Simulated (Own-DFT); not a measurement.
Al$_{3}$GaN$_{4}$ (wurtzite random alloy, strained, atoms displaced) (calculated)

Computed with Own-DFT development build. A calculation, not a measurement: plane-wave PBE density functional theory by an unreviewed code, no spin, of a simulated periodic cell, stress positive in tension, free energy of the whole cell less one offset for each atom, forces on such cells passed a denser k mesh, this cell's mesh not checked; offsets are fitted by least squares, one for each functional and potential file, so energies compare only between cells with the same atoms and settings and are not formation energies; the far tail of each file's local potential was reset to the Coulomb form; each entry is a single point on an unrelaxed cell, so the pressure reflects the starting lattice, mostly measured values, from which strain is counted, and rises with the displacements; printed positions are rounded, which can move forces by about a meV/angstrom; the program is a retired in-house code; no spin-orbit coupling.

Settings shared by all entries: functional PBE; potential files PseudoDojo norm-conserving, scalar-relativistic, standard set with the stringent files for Ga; wave cutoff 96 hartree; occupations Gaussian; smearing width 0.01 eV; k mesh 4 x 4 x 3 centred on Gamma.

(1) 
```cif
# cell vector a (Å): 9.3938 0.0000 0.0000
# cell vector b (Å): -4.6969 8.1352 0.0000
# cell vector c (Å): 0.0000 0.0000 10.0403
data_Al3GaN4
_symmetry_space_group_name_H-M 'P 1'
_symmetry_Int_Tables_number 1
_cell_length_a 9.3938
_cell_length_b 9.3937
_cell_length_c 10.0403
_cell_angle_alpha 90.000
_cell_angle_beta 90.000
_cell_angle_gamma 120.000
_cell_volume 767.28
loop_
_atom_site_label
_atom_site_type_symbol
_atom_site_fract_x
_atom_site_fract_y
_atom_site_fract_z
_atom_site_occupancy
Al1 Al 0.09939 0.22068 0.99110 1
Al2 Al 0.22167 0.10991 0.24897 1
N1 N 0.12180 0.23117 0.19301 1
N2 N 0.22331 0.11908 0.43661 1
Ga1 Ga 0.10870 0.21897 0.50737 1
Al3 Al 0.21542 0.10319 0.74063 1
N3 N 0.11233 0.22308 0.69056 1
N4 N 0.22184 0.10458 0.94229 1
Al4 Al 0.10880 0.56444 0.99411 1
Ga2 Ga 0.21896 0.44539 0.24712 1
N5 N 0.10441 0.54847 0.18151 1
N6 N 0.22477 0.45097 0.43700 1
Al5 Al 0.09745 0.54381 0.50087 1
Ga3 Ga 0.21739 0.44700 0.74652 1
N7 N 0.11701 0.55134 0.68989 1
N8 N 0.23080 0.45264 0.93655 1
Al6 Al 0.11531 0.89556 0.99986 1
Al7 Al 0.21731 0.78210 0.24760 1
N9 N 0.10852 0.88633 0.18800 1
N10 N 0.22184 0.77162 0.44101 1
Al8 Al 0.11178 0.89843 0.49498 1
Ga4 Ga 0.22147 0.77655 0.76225 1
N11 N 0.12280 0.89779 0.69220 1
N12 N 0.22478 0.77781 0.94483 1
Ga5 Ga 0.44646 0.22188 0.00399 1
Al9 Al 0.55462 0.10566 0.24766 1
N13 N 0.43453 0.21677 0.19126 1
N14 N 0.55341 0.11672 0.43783 1
Al10 Al 0.43995 0.22276 0.49828 1
Al11 Al 0.54569 0.11177 0.75179 1
N15 N 0.45301 0.22764 0.68652 1
N16 N 0.56277 0.11400 0.93863 1
Ga6 Ga 0.45454 0.55610 0.00075 1
Ga7 Ga 0.54876 0.43822 0.24671 1
N17 N 0.43682 0.54146 0.19849 1
N18 N 0.55943 0.45072 0.44047 1
Al12 Al 0.44300 0.54517 0.50135 1
Ga8 Ga 0.55237 0.45038 0.74052 1
N19 N 0.44110 0.55534 0.68932 1
N20 N 0.56170 0.45152 0.94570 1
Al13 Al 0.44454 0.89339 0.00291 1
Al14 Al 0.56532 0.78404 0.24720 1
N21 N 0.44006 0.89107 0.19834 1
N22 N 0.57188 0.78438 0.43303 1
Al15 Al 0.44637 0.89008 0.49699 1
Ga9 Ga 0.55923 0.77329 0.75280 1
N23 N 0.44316 0.88525 0.69367 1
N24 N 0.55690 0.78144 0.94071 1
Al16 Al 0.77880 0.22285 0.00091 1
Al17 Al 0.88468 0.10369 0.25285 1
N25 N 0.77209 0.21389 0.19016 1
N26 N 0.89255 0.11421 0.43302 1
Al18 Al 0.78518 0.22039 0.50367 1
Al19 Al 0.87958 0.11404 0.73933 1
N27 N 0.77593 0.22197 0.68848 1
N28 N 0.88326 0.11021 0.94907 1
Al20 Al 0.77857 0.56048 0.00781 1
Al21 Al 0.89039 0.44564 0.24789 1
N29 N 0.78031 0.56381 0.19054 1
N30 N 0.89353 0.44736 0.43497 1
Al22 Al 0.76832 0.55083 0.50056 1
Al23 Al 0.89169 0.44178 0.74584 1
N31 N 0.77953 0.55244 0.68709 1
N32 N 0.88692 0.44305 0.94513 1
Al24 Al 0.78365 0.88737 0.00057 1
Al25 Al 0.88171 0.77198 0.24989 1
N33 N 0.77247 0.88982 0.19181 1
N34 N 0.90212 0.78582 0.44341 1
Al26 Al 0.78340 0.89572 0.49651 1
Al27 Al 0.88763 0.78517 0.75308 1
N35 N 0.77776 0.88683 0.68911 1
N36 N 0.88800 0.78732 0.94451 1
_calc_free_energy_of_cell_above_offsets '-22.748'  # eV
_calc_pressure 6.78  # GPa
_calc_stress_xx -7.76  # GPa
_calc_stress_yy -5.76  # GPa
_calc_stress_zz -6.81  # GPa
_calc_stress_yz -0.69  # GPa
_calc_stress_xz -0.76  # GPa
_calc_stress_xy 0.35  # GPa
```

Force:
```csv
element,x (eV/Å),y (eV/Å),z (eV/Å)
Al,2.326,1.268,1.514
Al,-1.182,0.135,-0.395
N,-1.333,-3.406,-1.504
N,0.981,-1.007,0.308
Ga,-0.035,1.599,-2.289
Al,0.99,2.76,2.206
N,-0.77,-1.497,1.402
N,-1.244,1.335,-1.61
Al,1.423,-2.094,0.991
Ga,-0.486,0.306,0.51
N,-0.87,1.889,0.25
N,-0.128,-0.427,1.906
Al,2.107,2.395,-0.403
Ga,2.483,-0.91,1.542
N,-3.998,0.959,-0.945
N,-1.55,-1.072,0.75
Al,-0.28,-1.054,0.367
Al,0.969,-1.653,0.956
N,-0.886,0.441,0.234
N,-0.826,0.728,-0.19
Al,2.454,-0.949,0.773
Ga,0.481,0.095,-2.555
N,-1.791,-2.297,-1.113
N,-0.782,1.149,1.351
Ga,-0.417,0.369,-0.933
Al,-0.679,1.227,0.847
N,1.873,-0.748,0.716
N,0.965,-0.364,0.538
Al,1.107,0.328,-0.286
Al,1.475,-0.694,-0.351
N,-1.875,-1.15,-0.201
N,-0.429,-0.635,0.028
Ga,-2.299,0.376,0.984
Ga,1.001,0.067,0.772
N,0.12,3.739,-1.432
N,-0.182,-1.55,0.488
Al,-1.375,2.186,-1.032
Ga,1.483,-0.743,1.964
N,-0.096,0.117,-1.404
N,1.724,-0.917,-1.213
Al,0.929,-0.235,0.184
Al,-2.24,-1.999,0.619
N,0.723,-1.04,-1.611
N,-1.448,-0.699,1.224
Al,0.044,-0.549,0.074
Ga,-1.349,0.714,-0.282
N,0.129,1.218,-0.84
N,0.391,0.766,1.451
Al,-0.158,0.122,0.54
Al,0.654,1.872,-1.787
N,0.104,0.965,0.171
N,-0.719,-0.569,1.825
Al,-2.019,0.475,-1.841
Al,1.743,-1.053,2.147
N,-0.579,0.196,0.01
N,0.071,-0.395,-2.181
Al,0.488,-0.184,-1.528
Al,-0.13,-0.708,-0.377
N,0.567,-1.519,0.326
N,-1.714,-1.275,0.688
Al,2.09,1.328,-0.356
Al,-0.721,0.536,1.037
N,0.516,1.37,0.435
N,-0.367,0.672,-1.229
Al,-2.68,1.244,0.673
Al,0.489,1.845,0.803
N,2.105,-0.163,-0.882
N,-2.15,-1.229,-0.757
Al,0.484,-0.977,0.099
Al,1.53,-0.942,-0.488
N,0.533,1.509,-0.721
N,2.235,-1.595,-0.967
```

(2) 
```cif
# cell vector a (Å): 9.3938 0.0000 0.0000
# cell vector b (Å): -4.6969 8.1352 0.0000
# cell vector c (Å): 0.0000 0.0000 10.0403
data_Al3GaN4
_symmetry_space_group_name_H-M 'P 1'
_symmetry_Int_Tables_number 1
_cell_length_a 9.3938
_cell_length_b 9.3937
_cell_length_c 10.0403
_cell_angle_alpha 90.000
_cell_angle_beta 90.000
_cell_angle_gamma 120.000
_cell_volume 767.28
loop_
_atom_site_label
_atom_site_type_symbol
_atom_site_fract_x
_atom_site_fract_y
_atom_site_fract_z
_atom_site_occupancy
Al1 Al 0.11734 0.22511 0.00093 1
Al2 Al 0.22550 0.11748 0.24829 1
N1 N 0.11075 0.20920 0.19100 1
N2 N 0.22068 0.10324 0.44320 1
Al3 Al 0.11477 0.22313 0.50407 1
Al4 Al 0.22780 0.11912 0.75758 1
N3 N 0.10787 0.22195 0.69352 1
N4 N 0.22641 0.12408 0.93514 1
Al5 Al 0.11707 0.56156 0.00314 1
Al6 Al 0.21296 0.43850 0.25508 1
N5 N 0.10584 0.54055 0.18329 1
N6 N 0.23143 0.43882 0.44082 1
Al7 Al 0.11329 0.55562 0.49394 1
Al8 Al 0.21368 0.44793 0.74703 1
N7 N 0.10697 0.54626 0.68609 1
N8 N 0.22751 0.45666 0.94464 1
Al9 Al 0.11269 0.88619 0.99810 1
Al10 Al 0.22195 0.78384 0.25035 1
N9 N 0.10444 0.89343 0.19537 1
N10 N 0.22149 0.76888 0.43726 1
Ga1 Ga 0.11221 0.87730 0.49725 1
Al11 Al 0.21861 0.77240 0.75464 1
N11 N 0.11420 0.89359 0.68852 1
N12 N 0.23129 0.79321 0.94229 1
Ga2 Ga 0.45184 0.23223 0.00313 1
Al12 Al 0.55141 0.10798 0.24552 1
N13 N 0.44686 0.22165 0.18520 1
N14 N 0.55993 0.12795 0.44611 1
Al13 Al 0.44452 0.21797 0.49227 1
Ga3 Ga 0.55663 0.11338 0.75588 1
N15 N 0.43893 0.21664 0.68507 1
N16 N 0.54850 0.10160 0.93328 1
Al14 Al 0.43491 0.54463 0.00769 1
Ga4 Ga 0.54367 0.44416 0.25104 1
N17 N 0.44248 0.55314 0.19852 1
N18 N 0.55188 0.44373 0.45317 1
Al15 Al 0.43653 0.54720 0.49885 1
Al16 Al 0.55442 0.44897 0.74726 1
N19 N 0.43814 0.55560 0.69284 1
N20 N 0.55797 0.43983 0.93304 1
Al17 Al 0.43612 0.88207 0.00572 1
Ga5 Ga 0.55982 0.77184 0.25145 1
N21 N 0.44151 0.88217 0.18555 1
N22 N 0.55708 0.76948 0.44180 1
Ga6 Ga 0.43990 0.89249 0.49969 1
Al18 Al 0.55647 0.77883 0.74757 1
N23 N 0.44161 0.89489 0.68315 1
N24 N 0.55904 0.78685 0.93946 1
Al19 Al 0.77070 0.22937 0.00332 1
Ga7 Ga 0.89154 0.11873 0.25507 1
N25 N 0.77335 0.22189 0.19350 1
N26 N 0.89456 0.11282 0.44168 1
Ga8 Ga 0.76969 0.21579 0.49774 1
Al20 Al 0.88493 0.11126 0.75736 1
N27 N 0.77624 0.21687 0.69376 1
N28 N 0.88083 0.09574 0.94021 1
Al21 Al 0.77475 0.56074 0.00082 1
Ga9 Ga 0.88954 0.43770 0.25363 1
N29 N 0.78455 0.55824 0.18086 1
N30 N 0.89311 0.44312 0.43895 1
Al22 Al 0.77266 0.54751 0.50758 1
Al23 Al 0.88786 0.44602 0.75785 1
N31 N 0.77802 0.55500 0.69504 1
N32 N 0.89210 0.44471 0.93965 1
Al24 Al 0.78212 0.88965 0.00371 1
Al25 Al 0.88218 0.77575 0.25615 1
N33 N 0.75918 0.88220 0.19101 1
N34 N 0.88959 0.78924 0.44411 1
Al26 Al 0.78373 0.89600 0.50036 1
Al27 Al 0.88476 0.77611 0.75508 1
N35 N 0.78051 0.89169 0.68370 1
N36 N 0.89869 0.78507 0.94736 1
_calc_free_energy_of_cell_above_offsets '-22.157'  # eV
_calc_pressure 6.95  # GPa
_calc_stress_xx -7.6  # GPa
_calc_stress_yy -3.83  # GPa
_calc_stress_zz -9.42  # GPa
_calc_stress_yz 0.58  # GPa
_calc_stress_xz -0.52  # GPa
_calc_stress_xy -0.54  # GPa
```

Force:
```csv
element,x (eV/Å),y (eV/Å),z (eV/Å)
Al,-1.695,-0.276,-0.496
Al,0.826,-1.783,1.23
N,-0.957,2.635,-0.74
N,0.046,1.607,-1.387
Al,0.372,-1.076,0.495
Al,-0.249,-0.719,-2.6
N,-0.023,0.417,0.159
N,0.275,-1.473,2.012
Al,-0.786,-0.199,-0.912
Al,1.215,-0.298,-0.713
N,0.484,2.01,1.51
N,-2.855,-0.255,-0.593
Al,0.471,-1.219,1.056
Al,2.225,-1.181,0.942
N,-1.609,1.773,0.082
N,-0.514,-1.626,-0.735
Al,-0.613,2.108,1.017
Al,-0.106,-0.911,-0.754
N,1.252,-0.539,-0.796
N,0.065,-0.343,-1.248
Ga,-1.272,1.206,0.982
Al,-0.027,1.189,-1.405
N,-0.099,-1.095,1.948
N,-0.718,-2.672,-0.347
Ga,0.053,-2.081,-1.895
Al,0.383,-0.214,0.807
N,-0.476,-0.544,2.231
N,0.059,-3.002,-3.423
Al,-2.476,0.91,2.439
Ga,-0.758,-0.15,-2.49
N,-0.172,1.723,0.185
N,0.497,0.786,4.214
Al,1.332,2.163,-1.197
Ga,3.306,-0.366,1.247
N,-2.433,-1.056,-2.023
N,0.822,-0.308,-1.242
Al,1.35,1.911,1.542
Al,-0.323,-1.387,-0.709
N,0.153,0.042,-0.387
N,-0.802,2.606,0.773
Al,2.186,1.342,-1.484
Ga,-3.032,-0.217,1.404
N,-1.194,0.889,1.716
N,-0.445,0.824,0.74
Ga,1.654,-0.112,-0.478
Al,-0.459,0.514,-0.033
N,0.42,-1.956,2.074
N,0.266,-1.743,0.283
Al,1.282,-1.713,-0.77
Ga,0.043,-1.764,-0.948
N,-0.623,-1.019,-1.145
N,-0.08,0.285,0.575
Ga,2.146,1.053,1.684
Al,0.75,-0.54,-0.994
N,0.387,1.612,0.064
N,0.102,3.211,1.014
Al,1.013,-0.209,-0.991
Ga,-1.285,1.313,-0.911
N,-1.091,0.089,1.97
N,-0.67,0.975,1.387
Al,0.194,1.298,-0.746
Al,0.287,-0.999,-1.564
N,-0.003,0.119,0.044
N,-0.376,0.771,0.932
Al,-1.185,-0.782,0.106
Al,-0.063,0.343,-0.65
N,4.675,1.98,-1.014
N,0.432,-2.787,-0.802
Al,-0.824,-0.782,0.129
Al,0.607,1.265,-0.928
N,-0.279,-0.387,1.671
N,-1.053,-1.184,-1.114
```
